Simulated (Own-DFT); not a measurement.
## Calculated data, Al₃GaN₄ (wurtzite random alloy, strained, atoms displaced)

Computed with Own-DFT development build. A calculation, not a measurement: plane-wave PBE density functional theory by an unreviewed code, no spin, of a simulated periodic cell, stress positive in tension, free energy of the whole cell less one offset for each atom, forces on such cells passed a denser k mesh, this cell's mesh not checked; offsets are fitted by least squares, one for each functional and potential file, so energies compare only between cells with the same atoms and settings and are not formation energies; the far tail of each file's local potential was reset to the Coulomb form; each entry is a single point on an unrelaxed cell, so the pressure reflects the starting lattice, mostly measured values, from which strain is counted, and rises with the displacements; printed positions are rounded, which can move forces by about a meV/angstrom; the program is a retired in-house code; no spin-orbit coupling.

Al₃GaN₄ (wurtzite random alloy, strained, atoms displaced)

```cif
# cell vector a (Å): 9.5816 0.0000 0.0000
# cell vector b (Å): -4.7908 8.2979 0.0000
# cell vector c (Å): 0.0000 0.0000 10.0655
data_Al3GaN4
_symmetry_space_group_name_H-M 'P 1'
_symmetry_Int_Tables_number 1
_cell_length_a 9.5816
_cell_length_b 9.5816
_cell_length_c 10.0655
_cell_angle_alpha 90.000
_cell_angle_beta 90.000
_cell_angle_gamma 120.000
_cell_volume 800.28
loop_
_atom_site_label
_atom_site_type_symbol
_atom_site_fract_x
_atom_site_fract_y
_atom_site_fract_z
_atom_site_occupancy
Al1 Al 0.10293 0.21461 0.99622 1
Ga1 Ga 0.22472 0.12296 0.24321 1
N1 N 0.11276 0.22624 0.19000 1
N2 N 0.21906 0.11552 0.43371 1
Ga2 Ga 0.11149 0.22229 0.50099 1
Al2 Al 0.22325 0.11075 0.74411 1
N3 N 0.10638 0.21495 0.67812 1
N4 N 0.22277 0.11104 0.95010 1
Al3 Al 0.11295 0.54345 0.99250 1
Al4 Al 0.22293 0.44608 0.24914 1
N5 N 0.11123 0.55601 0.18463 1
N6 N 0.22469 0.45530 0.43375 1
Al5 Al 0.11154 0.54944 0.49743 1
Al6 Al 0.21659 0.43423 0.75598 1
N7 N 0.10773 0.54325 0.68610 1
N8 N 0.22295 0.44338 0.92957 1
Al7 Al 0.11563 0.89759 0.00000 1
Al8 Al 0.22520 0.77829 0.25541 1
N9 N 0.11530 0.89196 0.18180 1
N10 N 0.23962 0.79238 0.44345 1
Al9 Al 0.11804 0.88908 0.50255 1
Al10 Al 0.23100 0.77974 0.74279 1
N11 N 0.10111 0.88625 0.68705 1
N12 N 0.22424 0.78593 0.93979 1
Al11 Al 0.44726 0.22873 0.00529 1
Al12 Al 0.55133 0.11351 0.24675 1
N13 N 0.45216 0.23671 0.18855 1
N14 N 0.54994 0.10632 0.43735 1
Ga3 Ga 0.43957 0.22178 0.49770 1
Al13 Al 0.55655 0.10683 0.74438 1
N15 N 0.44514 0.22114 0.68207 1
N16 N 0.54947 0.09829 0.93735 1
Al14 Al 0.44514 0.55242 0.00077 1
Al15 Al 0.55883 0.44453 0.25542 1
N17 N 0.43138 0.54962 0.18647 1
N18 N 0.55036 0.44657 0.44542 1
Al16 Al 0.45513 0.56043 0.50194 1
Al17 Al 0.55939 0.44223 0.75441 1
N19 N 0.45317 0.55970 0.69390 1
N20 N 0.55391 0.44574 0.93658 1
Ga4 Ga 0.44232 0.89029 0.00203 1
Al18 Al 0.56363 0.78279 0.24832 1
N21 N 0.45898 0.89813 0.19114 1
N22 N 0.55294 0.77375 0.44285 1
Ga5 Ga 0.45182 0.88603 0.50370 1
Al19 Al 0.56422 0.78121 0.75019 1
N23 N 0.44318 0.88725 0.69006 1
N24 N 0.55871 0.77632 0.94510 1
Ga6 Ga 0.78206 0.22466 0.00528 1
Al20 Al 0.88200 0.11581 0.25413 1
N25 N 0.77821 0.22042 0.19876 1
N26 N 0.88950 0.11151 0.44396 1
Ga7 Ga 0.77905 0.23132 0.49162 1
Al21 Al 0.88575 0.11539 0.75431 1
N27 N 0.76795 0.21921 0.69199 1
N28 N 0.88305 0.09957 0.93799 1
Al22 Al 0.77908 0.55677 0.99584 1
Al23 Al 0.88867 0.44567 0.25091 1
N29 N 0.78760 0.56326 0.18708 1
N30 N 0.88712 0.43851 0.44571 1
Al24 Al 0.77543 0.55690 0.49862 1
Al25 Al 0.88872 0.44462 0.74936 1
N31 N 0.78358 0.55929 0.69557 1
N32 N 0.88603 0.43681 0.93452 1
Ga8 Ga 0.78237 0.89303 0.00472 1
Al26 Al 0.88436 0.78485 0.24875 1
N33 N 0.78625 0.89529 0.18856 1
N34 N 0.88724 0.77405 0.44235 1
Ga9 Ga 0.78518 0.88960 0.49547 1
Al27 Al 0.89245 0.78074 0.74610 1
N35 N 0.77510 0.88678 0.69297 1
N36 N 0.88488 0.77469 0.94086 1
```

| Property | Result |
| --- | --- |
| functional | PBE |
| potential files | PseudoDojo norm-conserving, scalar-relativistic, standard set with the stringent files for Ga |
| wave cutoff | 96 hartree |
| occupations | Gaussian |
| smearing width | 0.01 eV |
| k mesh | 4 x 4 x 3 centred on Gamma |
| free energy of cell above offsets | -23.209 eV |
| pressure | -1.5 GPa |
| stress xx | 4.87 GPa |
| stress yy | 4.04 GPa |
| stress zz | -4.42 GPa |
| stress yz | 0.67 GPa |
| stress xz | 0.44 GPa |
| stress xy | 0.6 GPa |

Force:
```csv
element,x (eV/Å),y (eV/Å),z (eV/Å)
Al,0.638,0.611,0.648
Ga,0.524,-1.454,0.08
N,-2.149,0.429,-0.899
N,0.666,-1.407,0.824
Ga,-0.297,0.979,-2.536
Al,-0.05,-0.144,0.619
N,0.044,0.45,4.773
N,-0.19,1.161,-1.856
Al,-1.463,2.064,0.44
Al,-0.713,-0.123,-0.264
N,-0.037,-0.164,0.658
N,1.117,-0.477,0.758
Al,-0.204,0.947,0.389
Al,0.743,0.868,-3.673
N,-0.051,1,0.641
N,0.293,-1.036,2.853
Al,0.002,-1.872,-0.685
Al,0.022,0.54,-1.466
N,-0.179,-0.476,2.142
N,-2.411,-2.301,-0.428
Al,-0.721,0.436,-1.18
Al,-1.41,-0.973,1.117
N,2.08,0.788,0.293
N,-0.488,-1.791,-1.057
Al,0.358,-0.724,-1.576
Al,0.361,-0.161,0.502
N,0.971,-0.756,0.45
N,0.222,0.925,-0.635
Ga,0.365,-0.412,-0.794
Al,-0.981,0.057,0.737
N,-0.18,-0.148,2.695
N,-0.563,3.201,-0.175
Al,-0.341,0.722,-0.732
Al,-0.607,1.264,-0.795
N,2.164,1.076,0.644
N,1.628,0.529,-1.178
Al,-1.997,-0.29,0.65
Al,-0.397,0.438,-1.526
N,-0.567,-0.838,-0.178
N,0.719,-0.544,1.308
Ga,0.618,-1.326,-0.217
Al,-0.88,-0.685,-0.131
N,-0.989,-0.837,1.271
N,1.53,-0.143,-1.46
Ga,0.014,0.984,-0.585
Al,-0.807,-0.786,0.792
N,0.958,0.135,1.11
N,-0.431,-0.728,-0.671
Ga,-0.82,-1.212,-0.776
Al,2.174,-0.476,0.131
N,-1.106,1.02,-0.172
N,-0.513,0.188,-1.389
Ga,-0.19,-3.219,1.705
Al,-0.001,-0.986,-1.829
N,1.38,0.686,0.093
N,0.581,2.749,0.009
Al,0.179,0.084,-0.065
Al,0.477,0.505,-0.336
N,-1.027,-0.775,0.821
N,-0.476,3.728,-1.724
Al,0.402,-0.418,0.933
Al,0.021,-0.416,-0.84
N,-0.347,-0.518,-0.823
N,0.197,1.377,0.851
Ga,-0.266,-1.946,-1.372
Al,2.441,-0.44,-0.18
N,-1.136,0.222,2.379
N,1.453,-0.153,-1.012
Ga,-1.208,0.143,1.314
Al,-1.21,-0.499,1.047
N,0.757,0.994,0.054
N,1.305,0.358,-0.516
```
